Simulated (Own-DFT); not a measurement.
GaN (wurtzite, atoms displaced) (calculated)

Computed with Own-DFT development build. A calculation, not a measurement: plane-wave PBE density functional theory by an unreviewed code, no spin, of a simulated periodic cell, stress positive in tension, free energy of the whole cell less one offset for each atom, forces on such cells passed a denser k mesh, this cell's mesh not checked; offsets are fitted by least squares, one for each functional and potential file, so energies compare only between cells with the same atoms and settings and are not formation energies; the far tail of each file's local potential was reset to the Coulomb form; each entry is a single point on an unrelaxed cell, so the pressure reflects the starting lattice, mostly measured values (interpolated for alloys), from which strain is counted, and rises with the displacements; printed positions are rounded, which can move forces by about a meV/angstrom; the program, named Own-DFT, is a retired in-house code; no spin-orbit coupling.

Settings shared by all entries: functional PBE; potential files PseudoDojo norm-conserving, scalar-relativistic, standard set; wave cutoff 42 hartree; occupations Fermi-Dirac; smearing width 0.1 eV; hardware one NVIDIA H200; k mesh 3 x 4 x 3 centred on Gamma.

(1) 
```cif
# cell vector a (Å): 12.7560 0.0000 0.0000
# cell vector b (Å): -4.7835 8.2853 0.0000
# cell vector c (Å): 0.0000 0.0000 10.3700
data_GaN
_symmetry_space_group_name_H-M 'P 1'
_symmetry_Int_Tables_number 1
_cell_length_a 12.7560
_cell_length_b 9.5670
_cell_length_c 10.3700
_cell_angle_alpha 90.000
_cell_angle_beta 90.000
_cell_angle_gamma 120.000
_cell_volume 1095.98
loop_
_atom_site_label
_atom_site_type_symbol
_atom_site_fract_x
_atom_site_fract_y
_atom_site_fract_z
_atom_site_occupancy
Ga1 Ga 0.09085 0.22568 0.00435 1
Ga2 Ga 0.16599 0.09428 0.25306 1
N1 N 0.08820 0.22406 0.18948 1
N2 N 0.17384 0.12678 0.43572 1
Ga3 Ga 0.09056 0.22704 0.50147 1
Ga4 Ga 0.17290 0.11441 0.75296 1
N3 N 0.08669 0.21503 0.68318 1
N4 N 0.16843 0.11497 0.95015 1
Ga5 Ga 0.07827 0.55247 0.01122 1
Ga6 Ga 0.16353 0.44484 0.23991 1
N5 N 0.09080 0.56420 0.19765 1
N6 N 0.15673 0.42589 0.43533 1
Ga7 Ga 0.08707 0.55891 0.50605 1
Ga8 Ga 0.16954 0.44726 0.75326 1
N7 N 0.08195 0.55550 0.68882 1
N8 N 0.16743 0.45236 0.94298 1
Ga9 Ga 0.08262 0.88848 0.00219 1
Ga10 Ga 0.16353 0.77063 0.24692 1
N9 N 0.07619 0.88948 0.19217 1
N10 N 0.17148 0.78543 0.43856 1
Ga11 Ga 0.08353 0.88185 0.50034 1
Ga12 Ga 0.16647 0.77831 0.74954 1
N11 N 0.08384 0.88979 0.69416 1
N12 N 0.16624 0.77522 0.93931 1
Ga13 Ga 0.33980 0.22265 0.00466 1
Ga14 Ga 0.41946 0.12083 0.25050 1
N13 N 0.33897 0.23175 0.18569 1
N14 N 0.41076 0.08960 0.44692 1
Ga15 Ga 0.33507 0.22798 0.50493 1
Ga16 Ga 0.42076 0.11413 0.72828 1
N15 N 0.33520 0.22652 0.69364 1
N16 N 0.41582 0.11277 0.94298 1
Ga17 Ga 0.33560 0.55384 0.00140 1
Ga18 Ga 0.42356 0.44280 0.25303 1
N17 N 0.32689 0.55082 0.18743 1
N18 N 0.42027 0.44444 0.42647 1
Ga19 Ga 0.32524 0.54303 0.49807 1
Ga20 Ga 0.42587 0.44650 0.75264 1
N19 N 0.33386 0.55369 0.68644 1
N20 N 0.41037 0.43163 0.94507 1
Ga21 Ga 0.32733 0.89116 0.00311 1
Ga22 Ga 0.41796 0.77876 0.24585 1
N21 N 0.33790 0.89531 0.19588 1
N22 N 0.40990 0.76859 0.44167 1
Ga23 Ga 0.33942 0.89590 0.49852 1
Ga24 Ga 0.41398 0.77420 0.74773 1
N23 N 0.33289 0.88589 0.69013 1
N24 N 0.42093 0.78462 0.93919 1
Ga25 Ga 0.58257 0.21926 0.00134 1
Ga26 Ga 0.66874 0.10269 0.25330 1
N25 N 0.58402 0.22698 0.19309 1
N26 N 0.67044 0.12287 0.43416 1
Ga27 Ga 0.57931 0.21724 0.49174 1
Ga28 Ga 0.67018 0.11280 0.75332 1
N27 N 0.59284 0.24320 0.68694 1
N28 N 0.66942 0.11776 0.94122 1
Ga29 Ga 0.58567 0.55230 0.99589 1
Ga30 Ga 0.66058 0.43901 0.25602 1
N29 N 0.58560 0.55732 0.18863 1
N30 N 0.66982 0.45843 0.43308 1
Ga31 Ga 0.58850 0.55660 0.50237 1
Ga32 Ga 0.67191 0.46389 0.75874 1
N31 N 0.58692 0.55778 0.67938 1
N32 N 0.66496 0.44356 0.93498 1
Ga33 Ga 0.57907 0.88594 0.00233 1
Ga34 Ga 0.67064 0.78004 0.24755 1
N33 N 0.58058 0.87780 0.19611 1
N34 N 0.66528 0.77507 0.43496 1
Ga35 Ga 0.58214 0.88157 0.50260 1
Ga36 Ga 0.66600 0.77049 0.74772 1
N35 N 0.58386 0.88580 0.69213 1
N36 N 0.66492 0.77846 0.93797 1
Ga37 Ga 0.84056 0.23242 0.00666 1
Ga38 Ga 0.91499 0.10417 0.24419 1
N37 N 0.83621 0.22593 0.19534 1
N38 N 0.91904 0.11471 0.43953 1
Ga39 Ga 0.82613 0.21372 0.49689 1
Ga40 Ga 0.91847 0.11296 0.74940 1
N39 N 0.82764 0.22522 0.69101 1
N40 N 0.92134 0.10965 0.94357 1
Ga41 Ga 0.83486 0.55401 0.99288 1
Ga42 Ga 0.90531 0.45006 0.25129 1
N41 N 0.83670 0.55766 0.19399 1
N42 N 0.92009 0.43908 0.44330 1
Ga43 Ga 0.82733 0.55473 0.49832 1
Ga44 Ga 0.92313 0.44325 0.75350 1
N43 N 0.82980 0.55111 0.68855 1
N44 N 0.91944 0.44443 0.93352 1
Ga45 Ga 0.83580 0.89685 0.99936 1
Ga46 Ga 0.91212 0.76849 0.25055 1
N45 N 0.83889 0.89094 0.19451 1
N46 N 0.92004 0.79198 0.43873 1
Ga47 Ga 0.83029 0.89028 0.49265 1
Ga48 Ga 0.91588 0.78037 0.74496 1
N47 N 0.83030 0.88844 0.68707 1
N48 N 0.91625 0.78383 0.93446 1
_calc_free_energy_of_cell_above_offsets '25.256'  # eV
_calc_pressure 7.57  # GPa
_calc_stress_xx -7.23  # GPa
_calc_stress_yy -8.46  # GPa
_calc_stress_zz -7.02  # GPa
_calc_stress_yz -0.17  # GPa
_calc_stress_xz 0.3  # GPa
_calc_stress_xy 0.31  # GPa
_calc_wall_time 1136  # s
```

Force:
| element | x (eV/Å) | y (eV/Å) | z (eV/Å) |
| --- | --- | --- | --- |
| Ga | -0.835 | 0.282 | 0.053 |
| Ga | -0.517 | 3.312 | -0.024 |
| N | -0.445 | -0.945 | 0.1 |
| N | 1.014 | -2.124 | 0.554 |
| Ga | -1.351 | -2.216 | -0.234 |
| Ga | -0.795 | -0.59 | 0.949 |
| N | -0.789 | 0.971 | 1.732 |
| N | 1.127 | -0.681 | -1.545 |
| Ga | 0.904 | 0.855 | -0.875 |
| Ga | 0.993 | -1.152 | 1.91 |
| N | -2.234 | -2.133 | -1.507 |
| N | 0.062 | 3.86 | -0.462 |
| Ga | 0.024 | -0.574 | -1.578 |
| Ga | -0.108 | -0.695 | -0.056 |
| N | 1.042 | 0.252 | 0.508 |
| N | 0.146 | -0.64 | -0.404 |
| Ga | -0.224 | 0.235 | -0.364 |
| Ga | 0.189 | 2.899 | 1.34 |
| N | 1.433 | -1.842 | -0.883 |
| N | 0.083 | -1.118 | -0.063 |
| Ga | -0.535 | 1.618 | 0.374 |
| Ga | 0.069 | -0.01 | 0.454 |
| N | 0.277 | 0.185 | -0.802 |
| N | -0.81 | -0.225 | 0.336 |
| Ga | -1.013 | -1.063 | -0.314 |
| Ga | -0.169 | -1.128 | 0.297 |
| N | -0.18 | -1.595 | 1.295 |
| N | -0.582 | 6.759 | -2.169 |
| Ga | 0.16 | -0.361 | -0.832 |
| Ga | 0.681 | 0.049 | 2.332 |
| N | 0.412 | 0.167 | -0.911 |
| N | 0.939 | -0.505 | -1.279 |
| Ga | -0.418 | 0.638 | 0.025 |
| Ga | -1.683 | 0.847 | -2.143 |
| N | 1.552 | 0.849 | 0.2 |
| N | 0.232 | 0 | 3.648 |
| Ga | 0.177 | 0.439 | -0.658 |
| Ga | -1.41 | 0.016 | 0.356 |
| N | 0.497 | -0.443 | 0.426 |
| N | 0.846 | 2.446 | -1.559 |
| Ga | 1.394 | 0.168 | -0.001 |
| Ga | -0.877 | -1.286 | 1.18 |
| N | -0.802 | -0.123 | -0.828 |
| N | 0.884 | 0.36 | -0.424 |
| Ga | -0.243 | -5.613 | 1.458 |
| Ga | 0.51 | 0.38 | 0.547 |
| N | -0.203 | 0.345 | -0.412 |
| N | -1.134 | -1.067 | -0.128 |
| Ga | -0.497 | 0.009 | -0.043 |
| Ga | -0.855 | 0.57 | -1.003 |
| N | 1.03 | -0.949 | -0.349 |
| N | -0.695 | -2.118 | 0.514 |
| Ga | 0.27 | 1.322 | 1.377 |
| Ga | -1.409 | -0.118 | 0 |
| N | -0.13 | -1.592 | -0.496 |
| N | 0.671 | -0.572 | 0.535 |
| Ga | -1.155 | 0.601 | 1.268 |
| Ga | 0.422 | 1.207 | -1.631 |
| N | 0.478 | 0.121 | -0.747 |
| N | 0.204 | -2.015 | 0.858 |
| Ga | -1.597 | 0.252 | -1.709 |
| Ga | 0.868 | -1.732 | -2.01 |
| N | -0.655 | -0.201 | 1.825 |
| N | 0.76 | -0.053 | 1.637 |
| Ga | 0.816 | 0.841 | -0.053 |
| Ga | 0.265 | -0.845 | 0.242 |
| N | 0.222 | 1.533 | -1.243 |
| N | -0.135 | 0.256 | 0.281 |
| Ga | -0.798 | 0.275 | -0.241 |
| Ga | -0.395 | 1.547 | 0.529 |
| N | -0.272 | 0.404 | -0.457 |
| N | 0.402 | -0.285 | 0.117 |
| Ga | -0.186 | -1.579 | -0.471 |
| Ga | 1.011 | 2.185 | 1.538 |
| N | -0.272 | -0.064 | -0.853 |
| N | -0.283 | -0.512 | -0.342 |
| Ga | 1.791 | 1.363 | 0.926 |
| Ga | -0.174 | -0.098 | -0.085 |
| N | 2.031 | -0.223 | -0.505 |
| N | -0.744 | 1.598 | -0.702 |
| Ga | -0.535 | 0.842 | 0.558 |
| Ga | 4.131 | -1.739 | 2.16 |
| N | -2.747 | -0.066 | -2.399 |
| N | -1.519 | 1.068 | -0.516 |
| Ga | 2.073 | 0.485 | 0.701 |
| Ga | -1.646 | -0.063 | -1.571 |
| N | 0.862 | 1.04 | 0.091 |
| N | -0.319 | 0.37 | 1.635 |
| Ga | -0.103 | -1.368 | 0.378 |
| Ga | -0.045 | 1.605 | 0.791 |
| N | -0.888 | -1.204 | -1.445 |
| N | 0.561 | -1.839 | -0.036 |
| Ga | 0.244 | 0.919 | 0.942 |
| Ga | 0.097 | -0.278 | 0.109 |
| N | 0.19 | 0.224 | -0.29 |
| N | 0.368 | -0.928 | 0.567 |

(2) 
```cif
# cell vector a (Å): 12.7560 0.0000 0.0000
# cell vector b (Å): -4.7835 8.2853 0.0000
# cell vector c (Å): 0.0000 0.0000 10.3700
data_GaN
_symmetry_space_group_name_H-M 'P 1'
_symmetry_Int_Tables_number 1
_cell_length_a 12.7560
_cell_length_b 9.5670
_cell_length_c 10.3700
_cell_angle_alpha 90.000
_cell_angle_beta 90.000
_cell_angle_gamma 120.000
_cell_volume 1095.98
loop_
_atom_site_label
_atom_site_type_symbol
_atom_site_fract_x
_atom_site_fract_y
_atom_site_fract_z
_atom_site_occupancy
Ga1 Ga 0.08146 0.21626 0.98812 1
Ga2 Ga 0.16228 0.10488 0.24852 1
N1 N 0.08730 0.22379 0.18893 1
N2 N 0.16209 0.11588 0.43684 1
Ga3 Ga 0.08535 0.21679 0.49935 1
Ga4 Ga 0.16898 0.11584 0.74473 1
N3 N 0.08824 0.22285 0.69851 1
N4 N 0.17672 0.12247 0.93605 1
Ga5 Ga 0.08322 0.55434 0.00459 1
Ga6 Ga 0.16521 0.45080 0.25308 1
N5 N 0.08908 0.55235 0.19393 1
N6 N 0.17233 0.44540 0.43655 1
Ga7 Ga 0.08727 0.55987 0.50009 1
Ga8 Ga 0.16446 0.43960 0.75129 1
N7 N 0.08645 0.56356 0.68892 1
N8 N 0.17241 0.44624 0.93177 1
Ga9 Ga 0.09278 0.89958 0.99154 1
Ga10 Ga 0.16845 0.77430 0.24984 1
N9 N 0.09197 0.88941 0.18375 1
N10 N 0.17108 0.78234 0.43420 1
Ga11 Ga 0.08060 0.88084 0.49934 1
Ga12 Ga 0.16427 0.77588 0.74928 1
N11 N 0.08354 0.89384 0.68026 1
N12 N 0.16393 0.77965 0.94699 1
Ga13 Ga 0.32963 0.21911 0.99504 1
Ga14 Ga 0.41539 0.10567 0.25229 1
N13 N 0.33594 0.20853 0.19017 1
N14 N 0.41898 0.11198 0.43546 1
Ga15 Ga 0.33480 0.22676 0.49529 1
Ga16 Ga 0.41475 0.11750 0.74550 1
N15 N 0.33249 0.22743 0.68621 1
N16 N 0.41966 0.12743 0.93591 1
Ga17 Ga 0.33935 0.56032 0.99850 1
Ga18 Ga 0.42196 0.44301 0.24750 1
N17 N 0.33365 0.56469 0.18065 1
N18 N 0.41546 0.45070 0.43932 1
Ga19 Ga 0.33496 0.55965 0.49620 1
Ga20 Ga 0.42111 0.45054 0.74773 1
N19 N 0.33006 0.55720 0.68927 1
N20 N 0.42236 0.43892 0.94309 1
Ga21 Ga 0.33167 0.88075 0.00257 1
Ga22 Ga 0.41481 0.77856 0.24966 1
N21 N 0.33906 0.89225 0.18492 1
N22 N 0.41879 0.77939 0.43731 1
Ga23 Ga 0.32805 0.88507 0.50413 1
Ga24 Ga 0.41859 0.78177 0.75374 1
N23 N 0.32681 0.89253 0.69204 1
N24 N 0.42011 0.78196 0.93540 1
Ga25 Ga 0.58688 0.23333 0.99719 1
Ga26 Ga 0.66197 0.10306 0.25672 1
N25 N 0.58342 0.22349 0.19449 1
N26 N 0.65841 0.11981 0.43619 1
Ga27 Ga 0.58526 0.21648 0.49687 1
Ga28 Ga 0.66657 0.10216 0.75036 1
N27 N 0.58075 0.21654 0.69521 1
N28 N 0.66261 0.11017 0.93229 1
Ga29 Ga 0.58725 0.55731 0.99818 1
Ga30 Ga 0.65970 0.44049 0.24796 1
N29 N 0.58108 0.54978 0.17935 1
N30 N 0.66904 0.45339 0.44642 1
Ga31 Ga 0.58090 0.55874 0.50380 1
Ga32 Ga 0.66059 0.44694 0.76104 1
N31 N 0.58437 0.55438 0.69235 1
N32 N 0.67170 0.45027 0.94431 1
Ga33 Ga 0.57578 0.88041 0.00279 1
Ga34 Ga 0.66131 0.77249 0.24766 1
N33 N 0.58128 0.88950 0.18233 1
N34 N 0.66618 0.78724 0.43494 1
Ga35 Ga 0.58743 0.89798 0.50910 1
Ga36 Ga 0.67148 0.77984 0.75304 1
N35 N 0.58081 0.88242 0.67685 1
N36 N 0.66825 0.77618 0.94263 1
Ga37 Ga 0.82689 0.21442 0.99807 1
Ga38 Ga 0.91884 0.11345 0.25615 1
N37 N 0.83235 0.22436 0.19805 1
N38 N 0.90585 0.09864 0.44243 1
Ga39 Ga 0.83081 0.21927 0.49368 1
Ga40 Ga 0.91900 0.10994 0.73936 1
N39 N 0.82945 0.21367 0.69019 1
N40 N 0.91389 0.10019 0.93716 1
Ga41 Ga 0.83556 0.54716 0.00019 1
Ga42 Ga 0.90992 0.43820 0.25040 1
N41 N 0.83203 0.56746 0.18915 1
N42 N 0.92242 0.45624 0.43153 1
Ga43 Ga 0.83690 0.55690 0.49917 1
Ga44 Ga 0.91115 0.44638 0.74895 1
N43 N 0.83437 0.55617 0.68623 1
N44 N 0.91207 0.43307 0.93468 1
Ga45 Ga 0.83395 0.88875 0.00211 1
Ga46 Ga 0.91573 0.77209 0.24616 1
N45 N 0.83655 0.88901 0.19096 1
N46 N 0.91524 0.76877 0.43237 1
Ga47 Ga 0.83625 0.88821 0.50366 1
Ga48 Ga 0.91501 0.77968 0.75465 1
N47 N 0.83017 0.88159 0.68795 1
N48 N 0.90632 0.77145 0.93612 1
_calc_free_energy_of_cell_above_offsets '24.336'  # eV
_calc_pressure 7.46  # GPa
_calc_stress_xx -7.61  # GPa
_calc_stress_yy -6.71  # GPa
_calc_stress_zz -8.06  # GPa
_calc_stress_yz -0.55  # GPa
_calc_stress_xz -0.03  # GPa
_calc_stress_xy 1.1  # GPa
_calc_wall_time 1125  # s
```

Force:
| element | x (eV/Å) | y (eV/Å) | z (eV/Å) |
| --- | --- | --- | --- |
| Ga | -0.251 | 0.987 | 1.562 |
| Ga | 0.851 | 0.715 | -0.119 |
| N | -0.82 | 0.107 | -0.579 |
| N | 2.109 | -1.646 | -0.138 |
| Ga | -1.855 | 1.342 | 0.641 |
| Ga | 1.103 | -0.851 | 0.459 |
| N | -1.524 | -0.18 | -2.033 |
| N | -2.037 | -1.79 | -1.137 |
| Ga | 0.322 | -0.568 | -0.489 |
| Ga | 2.705 | -1.742 | -0.413 |
| N | -2.96 | 0.716 | -1.307 |
| N | -1.336 | -0.437 | 0.853 |
| Ga | 0.178 | -0.377 | -0.129 |
| Ga | -0.128 | 1.528 | -0.634 |
| N | -0.376 | -1.76 | -0.244 |
| N | -0.84 | -0.009 | 1.525 |
| Ga | -1.864 | -0.44 | 1.242 |
| Ga | 0.116 | 0.672 | -0.636 |
| N | -1.249 | -0.577 | -0.04 |
| N | -0.608 | -0.611 | 0.384 |
| Ga | -0.333 | 0.857 | -1.08 |
| Ga | -0.492 | 0.771 | 0.813 |
| N | -0.12 | -0.428 | 1.75 |
| N | 1.171 | -1 | -1.589 |
| Ga | 1.799 | 1.153 | 2.009 |
| Ga | 0.706 | 0.18 | -0.329 |
| N | -2.146 | 1.743 | -0.406 |
| N | -0.69 | -0.326 | 1.186 |
| Ga | -0.013 | -0.448 | 0.039 |
| Ga | 0.36 | -0.335 | 0.803 |
| N | 0.243 | 0.36 | -0.63 |
| N | 1.1 | -2.077 | -0.131 |
| Ga | 0.061 | -1.09 | -0.509 |
| Ga | -1.657 | -0.707 | -0.241 |
| N | 0.729 | -1.151 | 1.228 |
| N | 1.009 | -0.495 | -0.645 |
| Ga | -0.107 | 0.368 | 0.96 |
| Ga | -1.173 | -0.451 | 0.786 |
| N | 0.738 | 0.283 | -0.215 |
| N | -1.211 | 1.277 | -1.064 |
| Ga | -0.297 | 1.9 | -0.746 |
| Ga | 0.559 | 0.004 | 0.345 |
| N | -0.615 | -0.812 | 0.458 |
| N | -0.386 | 0.642 | 0.3 |
| Ga | 1.294 | 0.927 | -0.244 |
| Ga | -0.76 | -0.311 | -1.479 |
| N | 1.304 | -0.173 | -0.159 |
| N | -0.746 | -0.627 | 0.087 |
| Ga | -0.38 | -1.755 | 0.759 |
| Ga | -0.208 | 0.71 | -1.638 |
| N | 0.541 | -0.562 | -1.142 |
| N | 4.409 | -2.174 | -0.019 |
| Ga | -3.791 | 3.025 | 2.277 |
| Ga | -1.11 | 0.461 | -0.375 |
| N | 0.492 | 0.708 | -0.953 |
| N | 0.261 | -0.548 | 1.415 |
| Ga | -0.393 | -0.204 | -0.156 |
| Ga | 0.972 | 0.74 | 1.228 |
| N | -0.006 | 0.945 | 1.411 |
| N | -0.267 | -0.939 | -1.085 |
| Ga | 0.624 | 0.445 | -0.486 |
| Ga | 1.899 | -1.05 | -1.539 |
| N | -0.424 | 0.975 | -0.302 |
| N | 0.091 | 0.01 | -0.457 |
| Ga | 1.38 | 1.511 | -0.798 |
| Ga | 0.7 | 0.556 | 0.014 |
| N | 0.382 | -0.249 | 1.358 |
| N | 0.485 | -0.672 | 0.573 |
| Ga | -0.47 | -0.618 | -4.248 |
| Ga | -1.098 | -0.477 | 0.14 |
| N | 0.316 | 0.04 | 4.57 |
| N | -0.873 | 0.56 | -0.711 |
| Ga | 0.636 | -0.469 | 0.507 |
| Ga | 0.343 | -0.437 | -1.079 |
| N | 0.018 | -1.306 | -1.301 |
| N | 1.191 | 1.903 | -0.002 |
| Ga | -0.493 | 0.955 | 0.766 |
| Ga | -0.429 | -0.306 | 1.326 |
| N | 0.381 | 1.051 | -1.129 |
| N | -0.47 | 1.329 | -0.744 |
| Ga | -0.377 | 1.299 | 0.445 |
| Ga | 0.112 | 1.828 | -0.537 |
| N | 0.836 | -3.338 | -0.937 |
| N | 0.455 | -1.545 | 1.339 |
| Ga | -0.865 | -0.436 | 0.273 |
| Ga | 1.185 | -0.631 | -0.407 |
| N | -0.987 | 0.216 | 0.574 |
| N | 0.738 | 0.765 | 0.786 |
| Ga | -0.084 | -0.424 | 0.769 |
| Ga | 0.522 | 2.315 | 0.307 |
| N | -0.849 | 0.216 | -0.075 |
| N | -0.163 | 1.552 | 0.703 |
| Ga | -0.337 | -1.843 | -1.049 |
| Ga | 0.823 | -0.549 | -0.883 |
| N | 0.349 | 0.957 | -0.15 |
| N | 2.068 | 0.349 | 0.595 |
